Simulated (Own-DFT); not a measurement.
Simulation results for Hf36O71 (tetragonal hafnia with one neutral oxygen vacancy, atoms displaced)

A calculation, not a measurement: plane-wave PBE and HSE06 DFT by an unreviewed code, no spin, of a simulated cell at Gamma alone, so results move with cell size and shape, stress positive in tension, energies less offsets, not probed for a lower state with spin; hafnium file: forces about 75 meV/angstrom off all-electron values; oxygen file: force components 24 meV/angstrom off all-electron in a glass; k mesh not checked against a denser one; forces and stress are PBE's, HSE06 gives the energy alone, and its difference from PBE has offsets of its own; offsets are fitted by least squares, one for each functional and potential file, so energies compare only between cells with the same atoms and settings and are not formation energies; the far tail of each file's local potential was reset to the Coulomb form; each entry is a single point on an unrelaxed cell, so the pressure reflects the starting lattice, taken from the Materials Project, from which strain is counted, and rises with the displacements; printed positions are rounded, which can move forces by about a meV/angstrom; the program is a retired in-house code; no spin-orbit coupling. Program: Own-DFT development build.

Settings shared by all entries: first functional PBE; second functional HSE06; exact exchange share 0.25; screening 0.11 1/bohr; exchange divergence Gygi-Baldereschi; potential files PseudoDojo norm-conserving, scalar-relativistic, made for PBE, standard set; wave cutoff 48 hartree; occupations fixed; k mesh 1 x 1 x 1 centred on Gamma.

(1) Hf36O71 (tetragonal hafnia with one neutral oxygen vacancy, atoms displaced)

```
CELL_PARAMETERS angstrom
10.78000 0.00000 0.00000
0.00000 10.78000 0.00000
0.00000 0.00000 10.44930
ATOMIC_POSITIONS crystal
Hf 0.00623 0.00160 0.00824
Hf 0.15776 0.17011 0.25053
O 0.99606 0.17342 0.15464
O 0.16433 0.99780 0.35446
O 0.99710 0.16521 0.40840
O 0.16736 0.99374 0.10155
Hf 0.00153 0.99250 0.49989
Hf 0.17326 0.16218 0.74816
O 0.00333 0.16425 0.64953
O 0.16657 0.00136 0.83958
O 0.00636 0.16740 0.90418
O 0.16022 0.99645 0.58891
Hf 0.99982 0.32647 0.00793
Hf 0.16860 0.50656 0.25522
O 0.00119 0.50060 0.15172
O 0.16870 0.33888 0.34106
O 0.00895 0.50305 0.40349
O 0.16401 0.34308 0.08337
Hf 0.00487 0.33556 0.49770
Hf 0.16760 0.49738 0.75106
O 0.00238 0.49316 0.64880
O 0.17652 0.33002 0.84529
O 0.99756 0.49882 0.91432
O 0.16353 0.33664 0.59769
Hf 0.99332 0.66779 0.99876
Hf 0.16969 0.84267 0.23816
O 0.99786 0.83503 0.15344
O 0.16994 0.65926 0.34701
O 0.99963 0.82828 0.40078
O 0.17017 0.66880 0.09380
Hf 0.00318 0.66283 0.49909
Hf 0.16288 0.83448 0.75338
O 0.00394 0.82772 0.65276
O 0.15883 0.67063 0.84445
O 0.99749 0.84182 0.89675
O 0.16327 0.66567 0.60236
Hf 0.33112 0.99824 0.99693
Hf 0.49104 0.16591 0.26034
O 0.33262 0.16894 0.16054
O 0.49917 0.99890 0.35121
O 0.32582 0.17460 0.41045
O 0.50568 0.00465 0.09282
Hf 0.33064 0.99464 0.50055
Hf 0.50627 0.16921 0.74410
O 0.33004 0.16296 0.65056
O 0.49977 0.00455 0.84990
O 0.33292 0.17219 0.90465
Hf 0.32422 0.33469 0.00497
Hf 0.49952 0.50083 0.24847
O 0.32499 0.49982 0.16291
O 0.49951 0.33062 0.35482
O 0.33901 0.49908 0.39974
O 0.50104 0.33734 0.09699
Hf 0.33558 0.33500 0.50979
Hf 0.49686 0.49279 0.75028
O 0.33431 0.50397 0.65747
O 0.49469 0.33674 0.85062
O 0.32994 0.49948 0.90517
O 0.49628 0.32649 0.59964
Hf 0.33385 0.67205 0.00612
Hf 0.49732 0.83320 0.25352
O 0.34171 0.82742 0.15155
O 0.50137 0.66595 0.34699
O 0.33434 0.83824 0.40479
O 0.48944 0.66731 0.10430
Hf 0.33409 0.66694 0.49931
Hf 0.50160 0.83259 0.75665
O 0.33749 0.83307 0.64925
O 0.49398 0.66228 0.85143
O 0.33261 0.82999 0.90544
O 0.50572 0.66870 0.58808
Hf 0.66266 0.00611 0.99486
Hf 0.83516 0.17117 0.24687
O 0.66498 0.17296 0.15053
O 0.82696 0.00351 0.34200
O 0.66801 0.15948 0.40035
O 0.83546 0.99049 0.09650
Hf 0.67479 0.00323 0.49924
Hf 0.83244 0.16415 0.75451
O 0.67023 0.16302 0.65087
O 0.83470 0.00044 0.85289
O 0.66815 0.16215 0.90260
O 0.83060 0.00266 0.60488
Hf 0.65935 0.32535 0.99497
Hf 0.84223 0.49965 0.24597
O 0.67024 0.50199 0.15471
O 0.84161 0.33303 0.34683
O 0.66707 0.49637 0.39860
O 0.83264 0.34217 0.10037
Hf 0.66558 0.33399 0.49758
Hf 0.83719 0.50439 0.74633
O 0.66394 0.49428 0.65005
O 0.83763 0.32470 0.83964
O 0.66165 0.49944 0.89574
O 0.84144 0.33119 0.59569
Hf 0.66891 0.66638 0.00178
Hf 0.83917 0.83291 0.25952
O 0.66516 0.83460 0.15429
O 0.84325 0.67275 0.34595
O 0.66051 0.83382 0.39605
O 0.83368 0.66280 0.09579
Hf 0.67223 0.67014 0.49326
Hf 0.84133 0.83316 0.74933
O 0.66184 0.83301 0.65171
O 0.83327 0.66866 0.84416
O 0.66380 0.83394 0.90314
O 0.82559 0.66915 0.58898
```

- PBE energy of cell above offsets: -97.199 eV
- HSE06 less PBE above offsets: 0.075 eV
- PBE pressure: 2.63 GPa
- PBE stress xx: -2.58 GPa
- PBE stress yy: -1.82 GPa
- PBE stress zz: -3.48 GPa
- PBE stress yz: -0.19 GPa
- PBE stress xz: -0.01 GPa
- PBE stress xy: 0.09 GPa

Force:
```csv
element,x (eV/Å),y (eV/Å),z (eV/Å)
Hf,-3.303,-0.345,-1.966
Hf,1.797,0.329,2.316
O,1.26,-0.378,-0.904
O,-0.1,0.612,-1.77
O,0.63,-0.42,-1.203
O,0.818,0.389,0.267
Hf,-0.887,1.59,0.124
Hf,-1.826,1.737,-0.221
O,-0.006,-0.216,0.989
O,0.668,-0.601,1.665
O,0.042,-0.806,0.784
O,1.329,-0.324,1.255
Hf,-1.51,1.407,-2.038
Hf,-0.836,-1.026,-1.013
O,0.678,0.386,0.372
O,-0.699,-1.482,-0.001
O,-0.785,-0.417,-0.284
O,-0.647,-1.022,2.391
Hf,-1.051,-0.812,0.547
Hf,0.145,0.222,0.74
O,-0.653,1.073,0.712
O,-0.493,0.351,-0.494
O,-0.178,-0.175,-1.319
O,1.381,0.115,0.1
Hf,1.643,-0.21,-0.202
Hf,-0.16,-1.824,1.681
O,1.189,-0.219,-0.417
O,0.18,3.419,0.913
O,0.168,0.603,0.101
O,-1.669,0.634,0.485
Hf,0.015,0.332,0.182
Hf,1.033,-1.136,-0.899
O,-1.005,0.218,-0.609
O,-0.168,-0.569,0.219
O,0.317,-0.629,0.785
O,0.909,-0.055,-0.818
Hf,2.218,1.09,-0.407
Hf,1.496,0.164,-0.413
O,-1.527,-0.214,-0.491
O,-0.779,0.589,0.07
O,0.238,-1.385,-0.581
O,-2.377,-0.039,0.531
Hf,1.019,1.494,0.785
Hf,-1.191,-0.631,0.138
O,1.221,-0.225,0.304
O,-0.36,-0.308,-0.862
O,-0.177,-1.801,0.494
Hf,2.239,0.681,-1.463
Hf,0.251,-0.202,0.184
O,1.853,-0.348,-1.326
O,0.335,0.202,-0.282
O,-0.103,-0.011,1.354
O,-0.742,0.139,0.267
Hf,-1.002,0.229,-1.655
Hf,1.244,1.835,0.727
O,-0.491,-0.219,-0.909
O,0.789,-1.431,-0.228
O,-0.348,0.464,0.399
O,1.165,0.14,0.79
Hf,0.219,-1.992,-1.265
Hf,2.468,-0.438,0.076
O,-2.135,1.339,-0.266
O,-0.364,0.116,-0.206
O,-0.311,-1.529,-0.981
O,2.276,-0.703,-0.23
Hf,0.603,-0.101,0.259
Hf,0.492,-0.614,-0.817
O,-0.53,0.61,0.621
O,0.232,0.411,-0.533
O,-0.26,1.573,-0.426
O,-0.824,-0.314,0.54
Hf,1.452,-2.616,1.615
Hf,-2.454,-0.27,0.895
O,0.28,-0.074,0.147
O,0.754,-0.522,0.921
O,-0.029,1.884,0.114
O,0.356,1.129,-0.193
Hf,-1.518,-1.013,0.288
Hf,1.806,-0.62,-1.565
O,-0.562,0.241,0.038
O,-0.128,-0.227,-0.554
O,-0.276,1.676,-1.485
O,1.229,-0.984,-0.718
Hf,0.433,1.899,1.163
Hf,-1.585,-0.175,0.214
O,-0.426,0.544,-0.278
O,-0.212,0.317,-0.104
O,0.284,0.372,0.353
O,-0.212,-0.709,-0.559
Hf,0.894,0.17,0.146
Hf,-1.123,-2.043,-0.021
O,0.673,-0.405,0.05
O,-0.337,2.061,1.02
O,0.818,-0.078,0.862
O,-1.444,0.265,-0.573
Hf,-1.542,-0.141,0.216
Hf,-1.932,1.466,-1.971
O,0.144,-0.755,0.126
O,-0.565,-2.104,0.358
O,0.943,0.28,0.879
O,-0.03,0.293,0.066
Hf,-2.681,-0.35,-0.469
Hf,-1.695,1.5,0.137
O,0.782,0.511,0.327
O,0.365,-0.163,0.313
O,-0.134,-0.312,-0.018
O,2.618,-0.366,1.581
```

(2) Hf36O71 (tetragonal hafnia with one neutral oxygen vacancy, atoms displaced)

```
CELL_PARAMETERS angstrom
10.78000 0.00000 0.00000
0.00000 10.78000 0.00000
0.00000 0.00000 10.44930
ATOMIC_POSITIONS crystal
Hf 0.99796 0.99956 0.99953
Hf 0.16295 0.16415 0.24828
O 0.99460 0.16737 0.15026
O 0.16456 0.00297 0.35570
O 0.00276 0.17169 0.40286
O 0.16453 0.00590 0.09881
Hf 0.00169 0.00212 0.49238
Hf 0.17316 0.16221 0.75484
O 0.00433 0.17005 0.64977
O 0.17062 0.00434 0.83918
O 0.00540 0.16445 0.90653
O 0.16193 0.00054 0.59387
Hf 0.00109 0.32765 0.00288
Hf 0.16768 0.49955 0.25915
O 0.00059 0.50147 0.15770
O 0.17096 0.32123 0.34172
O 0.99534 0.50069 0.40213
O 0.16293 0.33633 0.09473
Hf 0.00417 0.33229 0.49754
Hf 0.16498 0.50397 0.75661
O 0.99947 0.50049 0.65054
O 0.17391 0.33046 0.85485
O 0.99224 0.49287 0.90886
O 0.16686 0.33480 0.60646
Hf 0.00310 0.66856 0.99633
Hf 0.16257 0.83057 0.25174
O 0.00607 0.83942 0.15146
O 0.16692 0.66301 0.35285
O 0.00195 0.83534 0.41014
O 0.16871 0.66827 0.08615
Hf 0.99806 0.66537 0.50179
Hf 0.16951 0.83254 0.74976
O 0.00203 0.84519 0.65168
O 0.00065 0.82937 0.90448
O 0.16961 0.66788 0.60092
Hf 0.33413 0.00237 0.99410
Hf 0.50013 0.16929 0.24857
O 0.33227 0.16823 0.15078
O 0.49982 0.98972 0.34361
O 0.33634 0.16548 0.39875
O 0.50330 0.00043 0.09792
Hf 0.33147 0.99781 0.49968
Hf 0.50660 0.16489 0.74842
O 0.33029 0.17061 0.65306
O 0.49494 0.99837 0.83603
O 0.33512 0.16736 0.89315
O 0.50434 0.00481 0.59523
Hf 0.33316 0.32608 0.01182
Hf 0.50771 0.50304 0.26048
O 0.33210 0.50499 0.15180
O 0.49417 0.32894 0.35673
O 0.33453 0.49678 0.40050
O 0.49640 0.33534 0.09321
Hf 0.33227 0.33060 0.50194
Hf 0.50488 0.50384 0.74225
O 0.32815 0.49162 0.65631
O 0.49706 0.34082 0.84434
O 0.34364 0.50322 0.91110
O 0.49586 0.33780 0.58916
Hf 0.34131 0.65802 0.99840
Hf 0.49654 0.83802 0.25256
O 0.32717 0.83917 0.15327
O 0.50200 0.66818 0.34912
O 0.32766 0.83302 0.40077
O 0.50197 0.66188 0.09672
Hf 0.32565 0.67034 0.49711
Hf 0.50259 0.82346 0.75181
O 0.34199 0.83572 0.65284
O 0.50180 0.66666 0.84208
O 0.33374 0.84143 0.90950
O 0.49194 0.66652 0.59540
Hf 0.66806 0.00642 0.00785
Hf 0.83597 0.16575 0.25025
O 0.66236 0.17070 0.15803
O 0.83066 0.99930 0.35177
O 0.66657 0.16483 0.39999
O 0.82892 0.00220 0.09900
Hf 0.66358 0.00475 0.50028
Hf 0.83186 0.16304 0.74917
O 0.66269 0.16989 0.64961
O 0.83673 0.00047 0.84578
O 0.66896 0.16130 0.89991
O 0.83498 0.99958 0.59673
Hf 0.66468 0.33788 0.00060
Hf 0.83283 0.50101 0.24795
O 0.66896 0.49899 0.15074
O 0.83737 0.33282 0.35640
O 0.67390 0.50015 0.40203
O 0.83699 0.32669 0.10053
Hf 0.67547 0.33929 0.50379
Hf 0.83818 0.50205 0.74541
O 0.66106 0.49319 0.66286
O 0.83627 0.33415 0.83852
O 0.66497 0.49607 0.89728
O 0.83190 0.33189 0.59886
Hf 0.66802 0.66405 0.99235
Hf 0.83026 0.84180 0.25097
O 0.66714 0.82804 0.14942
O 0.83275 0.67227 0.34729
O 0.66196 0.82740 0.39530
O 0.84207 0.66745 0.09730
Hf 0.66537 0.65939 0.50566
Hf 0.83506 0.82628 0.75674
O 0.66391 0.83598 0.65613
O 0.82947 0.66048 0.85238
O 0.66921 0.83170 0.89811
O 0.82776 0.66751 0.60145
```

* PBE energy of cell above offsets: -97.466 eV
* HSE06 less PBE above offsets: 0.075 eV
* PBE pressure: 1.97 GPa
* PBE stress xx: -1.33 GPa
* PBE stress yy: -2.1 GPa
* PBE stress zz: -2.48 GPa
* PBE stress yz: -0.13 GPa
* PBE stress xz: 0.34 GPa
* PBE stress xy: -0.05 GPa

Force:
```csv
element,x (eV/Å),y (eV/Å),z (eV/Å)
Hf,0.483,0.105,0.2
Hf,0.49,-1.17,-0.382
O,0.743,-0.47,0.384
O,-0.077,-0.569,-1.267
O,-0.464,-0.83,-1.136
O,0.059,0.223,-0.679
Hf,-0.322,0.469,2.215
Hf,-0.803,2.816,-1.511
O,-0.951,-0.041,0.604
O,-0.28,-2.57,1.608
O,-0.435,-0.233,-0.332
O,1.547,-0.231,0.231
Hf,0.126,0.454,-0.682
Hf,0.354,-1.035,-1.805
O,0.29,-0.181,0.369
O,-0.409,2.615,1.069
O,0.631,0.143,0.394
O,0.453,-0.336,1.215
Hf,0.047,-0.363,1.63
Hf,0.903,-1.674,-0.104
O,0.459,0.671,0.055
O,-0.433,1.108,-0.417
O,0.723,1.276,-0.888
O,-0.673,0.315,-1.535
Hf,0.07,-1.681,1.05
Hf,1.211,0.825,-0.361
O,-1.38,0.127,0.326
O,-0.316,0.615,-0.112
O,0.115,-1.226,-1.102
O,-0.155,0.031,0.363
Hf,-0.122,0.421,-0.176
Hf,0.005,0.154,-0.406
O,-0.25,-1.441,1.044
O,0.24,0.968,-0.885
O,-1.05,0.258,0.434
Hf,-0.04,0.347,0.801
Hf,-0.953,-0.273,1.466
O,0.167,0.245,-0.229
O,-0.074,2.907,0.965
O,0.067,-0.988,0.343
O,-0.595,0.184,-0.305
Hf,-0.006,1.119,0.505
Hf,-2.142,0.653,0.198
O,1.239,-0.527,-0.685
O,0.307,-0.087,1.061
O,0.312,-0.164,1.477
O,-1.137,0.298,-0.515
Hf,-1.266,0.869,-2.613
Hf,-1.871,-0.332,-1.05
O,0.199,-0.295,1.203
O,0.869,1.033,-1.918
O,-0.434,0.819,0.364
O,1.716,-0.274,1.273
Hf,-0.182,-0.329,0.463
Hf,-4.069,-1.766,1.748
O,0.139,0.883,0.279
O,0.757,-1.409,-0.048
O,-1.068,-1.273,-1.132
O,1.507,0.118,0.813
Hf,-0.806,1.595,1.232
Hf,0.533,-2.037,-1.662
O,0.457,-0.015,0.723
O,-0.304,-0.637,0.086
O,-0.001,-0.142,0.163
O,0.663,0.034,-0.138
Hf,0.995,-0.932,0.072
Hf,0.164,2.644,-0.561
O,-1.74,0.027,-0.213
O,0.245,-0.708,1.374
O,-0.404,-2.299,-1.126
O,1.197,-0.557,0.062
Hf,-0.866,-1.546,-1.362
Hf,-0.953,1.032,0.766
O,1.108,-0.157,-0.971
O,0.498,0.601,-0.614
O,-0.056,0.752,0.287
O,0.997,0.01,0.554
Hf,0.891,-1.22,-0.033
Hf,1.045,0.324,-0.986
O,1.494,0.123,-0.213
O,0.267,-0.774,0.609
O,-0.233,1.232,0.377
O,-0.827,0.508,-0.154
Hf,0.134,-0.399,-0.679
Hf,1.327,0.523,0.181
O,-0.125,-0.422,-0.036
O,-0.524,-0.004,-1.089
O,-0.519,0.127,0.021
O,-1.322,0.41,-0.138
Hf,-1.682,-2.254,-0.541
Hf,-0.07,-1.393,1.389
O,3.078,0.515,-2.894
O,-0.382,-0.515,0.68
O,0.16,0.578,0.83
O,0.984,0.507,-0.025
Hf,0.458,0.631,1.43
Hf,-0.582,-1.984,-0.33
O,0.03,0.48,0.131
O,0.389,-0.633,0.193
O,0.513,0.495,1.374
O,-1.359,-0.084,-0.199
Hf,-0.782,2.777,-1.374
Hf,-0.43,1.595,-1.082
O,0.862,-0.719,-0.449
O,0.225,0.495,-0.519
O,0.105,0.439,0.763
O,0.874,-0.322,0.215
```

(3) Hf36O71 (tetragonal hafnia with one neutral oxygen vacancy, atoms displaced)

```
CELL_PARAMETERS angstrom
10.78000 0.00000 0.00000
0.00000 10.78000 0.00000
0.00000 0.00000 10.44930
ATOMIC_POSITIONS crystal
Hf 0.00080 0.99721 0.99883
Hf 0.16181 0.16652 0.25310
O 0.00288 0.16322 0.15128
O 0.16878 0.99776 0.35043
O 0.00122 0.16195 0.40501
O 0.16559 0.00147 0.09834
Hf 0.99763 0.00328 0.49567
Hf 0.16330 0.16695 0.74874
O 0.00207 0.16954 0.65246
O 0.16174 0.99926 0.84584
O 0.00104 0.16246 0.89942
O 0.16487 0.00015 0.60032
Hf 0.99880 0.33391 0.99715
Hf 0.16642 0.49962 0.24669
O 0.99765 0.49738 0.15324
O 0.16747 0.33750 0.35045
O 0.99589 0.50075 0.40332
O 0.16932 0.33090 0.09779
Hf 0.00030 0.33298 0.49914
Hf 0.16713 0.50419 0.74816
O 0.00286 0.49914 0.65140
O 0.16185 0.33661 0.84837
O 0.00019 0.49770 0.90291
O 0.16675 0.33801 0.59293
Hf 0.00162 0.66403 0.99993
Hf 0.16380 0.83566 0.24671
O 0.00099 0.83685 0.15178
O 0.16413 0.66467 0.34612
O 0.00147 0.83844 0.40109
O 0.16493 0.66731 0.09608
Hf 0.99936 0.66916 0.49992
Hf 0.16629 0.83515 0.74750
O 0.00514 0.83987 0.65274
O 0.17069 0.66707 0.84582
O 0.99732 0.83393 0.90094
O 0.16682 0.67257 0.59504
Hf 0.33786 0.99812 0.99603
Hf 0.50058 0.16784 0.24991
O 0.33282 0.16357 0.15902
O 0.49854 0.00378 0.35303
O 0.33457 0.16358 0.39864
O 0.49874 0.00217 0.09330
Hf 0.33077 0.99950 0.49568
Hf 0.49397 0.16272 0.75388
O 0.33892 0.16845 0.65629
O 0.49908 0.99608 0.84754
O 0.33063 0.16809 0.89765
O 0.50357 0.00143 0.59782
Hf 0.32878 0.32808 0.99855
Hf 0.49803 0.50145 0.25247
O 0.33141 0.50067 0.15057
O 0.50145 0.33359 0.34930
O 0.33186 0.50362 0.39958
O 0.50368 0.33391 0.09787
Hf 0.33295 0.33499 0.50013
Hf 0.49571 0.50417 0.75268
O 0.33301 0.50523 0.65004
O 0.49807 0.33526 0.84816
O 0.33072 0.49720 0.89760
O 0.49652 0.33268 0.59688
Hf 0.33035 0.66626 0.00201
Hf 0.50324 0.83196 0.24911
O 0.33481 0.83402 0.15459
O 0.50214 0.66982 0.34843
O 0.33044 0.83068 0.40081
O 0.50401 0.66968 0.09785
Hf 0.33520 0.66442 0.50006
Hf 0.50368 0.83072 0.74476
O 0.33370 0.83234 0.65085
O 0.49981 0.67064 0.84988
O 0.32936 0.83383 0.90285
O 0.49990 0.66753 0.59906
Hf 0.66300 0.00448 0.00051
Hf 0.82956 0.16445 0.24663
O 0.66981 0.16416 0.15276
O 0.83712 0.00257 0.35405
O 0.66406 0.16373 0.40048
O 0.83562 0.00097 0.09816
Hf 0.66762 0.00668 0.49845
Hf 0.83373 0.16604 0.75115
O 0.66540 0.16696 0.64790
O 0.83717 0.00128 0.84457
O 0.66881 0.17088 0.90129
O 0.83237 0.99840 0.59737
Hf 0.66625 0.33152 0.00171
Hf 0.83211 0.50167 0.25166
O 0.66078 0.50731 0.14962
O 0.82985 0.33088 0.34932
O 0.66892 0.49944 0.40972
O 0.83501 0.33418 0.09882
Hf 0.67061 0.33403 0.50224
Hf 0.83401 0.49594 0.75487
O 0.66906 0.50143 0.65925
O 0.83661 0.33331 0.84931
O 0.67127 0.49874 0.90151
O 0.83568 0.33502 0.59365
Hf 0.66743 0.66827 0.00191
Hf 0.83488 0.84058 0.25424
O 0.66324 0.83638 0.15953
O 0.83236 0.67114 0.34753
O 0.66351 0.83499 0.40674
O 0.83586 0.66925 0.09897
Hf 0.66371 0.66452 0.49798
Hf 0.83291 0.83244 0.74691
O 0.83237 0.66518 0.84806
O 0.67054 0.83316 0.90438
O 0.83419 0.66712 0.60456
```

- PBE energy of cell above offsets: -101.150 eV
- HSE06 less PBE above offsets: -0.158 eV
- PBE pressure: 0.65 GPa
- PBE stress xx: -0.5 GPa
- PBE stress yy: -0.17 GPa
- PBE stress zz: -1.28 GPa
- PBE stress yz: 0.14 GPa
- PBE stress xz: -0.26 GPa
- PBE stress xy: -0.01 GPa

Force:
```csv
element,x (eV/Å),y (eV/Å),z (eV/Å)
Hf,0.362,0.088,-0.224
Hf,0.998,-0.175,-0.167
O,-0.966,0.424,0.333
O,-0.121,0.48,-0.288
O,0.311,1.733,-0.878
O,0.693,-0.238,-0.231
Hf,0.573,-1.262,1.674
Hf,0.407,-0.354,0.286
O,-0.764,0.149,-0.262
O,0.403,0.456,0.142
O,-0.038,0.948,0.321
O,0.574,0.587,-0.518
Hf,0.402,-0.758,0.136
Hf,-0.192,0.253,0.709
O,0.28,0.093,-0.146
O,-0.282,-0.62,-0.548
O,-0.31,0.015,-0.109
O,-0.801,0.096,0.068
Hf,0.234,0.503,-0.025
Hf,-0.014,-0.438,0.009
O,-0.371,0.136,0.196
O,0.214,-0.508,-0.289
O,0.019,0.707,0.056
O,0.344,-0.437,0.574
Hf,-1.023,0.695,-0.527
Hf,0.879,-0.233,0.711
O,-0.563,-0.123,0.023
O,-0.271,0.233,-0.422
O,-0.296,-0.799,-0.195
O,0.136,-0.117,0.184
Hf,0.063,-0.097,0.104
Hf,0.456,0.132,0.029
O,-1.315,-0.534,-0.258
O,-0.347,-0.037,0.286
O,0.208,-0.884,0.333
O,-0.182,-0.433,0.023
Hf,-1.533,-0.216,0.441
Hf,-0.684,-0.067,0.752
O,0.013,0.361,-0.857
O,0.076,-0.722,-1.156
O,-0.33,1.069,0.867
O,0.47,0.182,0.505
Hf,0.425,-0.597,0.405
Hf,1.364,0.916,-0.842
O,-1.76,-0.097,-0.735
O,0.07,0.268,0.357
O,0.21,-0.68,0.581
O,-0.492,-0.592,0.211
Hf,0.949,0.899,-0.06
Hf,-0.143,-0.258,-0.478
O,0.589,0.21,-0.057
O,-0.105,0.339,-0.401
O,0.447,-0.642,-0.011
O,-0.873,-0.361,0.118
Hf,0.411,-0.47,-0.39
Hf,0.793,-0.745,0.043
O,-0.036,-0.046,-0.157
O,0.114,-0.329,-0.078
O,0.217,0.393,0.692
O,0.605,0.503,-0.115
Hf,0.705,0.14,-0.573
Hf,-1.24,0.635,1.045
O,-0.156,-0.092,-0.496
O,0.112,-0.852,0.175
O,0.19,0.166,0.317
O,-1.264,0.105,0.083
Hf,-0.825,1.063,-0.07
Hf,0.165,0.244,-0.243
O,0.435,0.179,0.223
O,-0.064,-0.471,-0.097
O,0.006,-0.163,0.376
O,0.387,0.201,0.046
Hf,1.05,-0.756,-0.539
Hf,1.196,0.49,0.381
O,-0.785,-0.084,-0.587
O,-0.379,0.113,-0.719
O,0.395,1.331,-0.554
O,-0.927,-0.073,0.173
Hf,-0.725,-0.887,0.883
Hf,-0.183,-0.321,-0.385
O,0.379,0.292,0.698
O,-0.478,-0.048,0.119
O,-0.124,-0.848,0.122
O,0.039,-0.174,0.158
Hf,-0.013,1.239,-0.466
Hf,-0.038,0.079,-0.08
O,1.013,-0.411,0.996
O,0.089,0.014,-0.525
O,-0.069,-0.079,-0.997
O,-0.539,-0.12,0.058
Hf,-1.017,-0.775,0.387
Hf,-0.169,1.292,-0.569
O,-0.687,-0.328,-0.521
O,0.183,-0.74,0.068
O,-0.226,0.017,0.679
O,-0.099,-0.091,0.726
Hf,0.631,-0.679,-0.518
Hf,0.055,-0.864,-0.481
O,1.426,0.288,-0.709
O,-0.023,-0.225,0.052
O,0.318,0.044,0.391
O,-0.152,-0.1,0.008
Hf,0.933,1.019,1.066
Hf,-0.091,-0.339,0.204
O,0.307,0.107,0.051
O,-0.096,0.772,-0.099
O,-0.137,0.697,-1.007
```
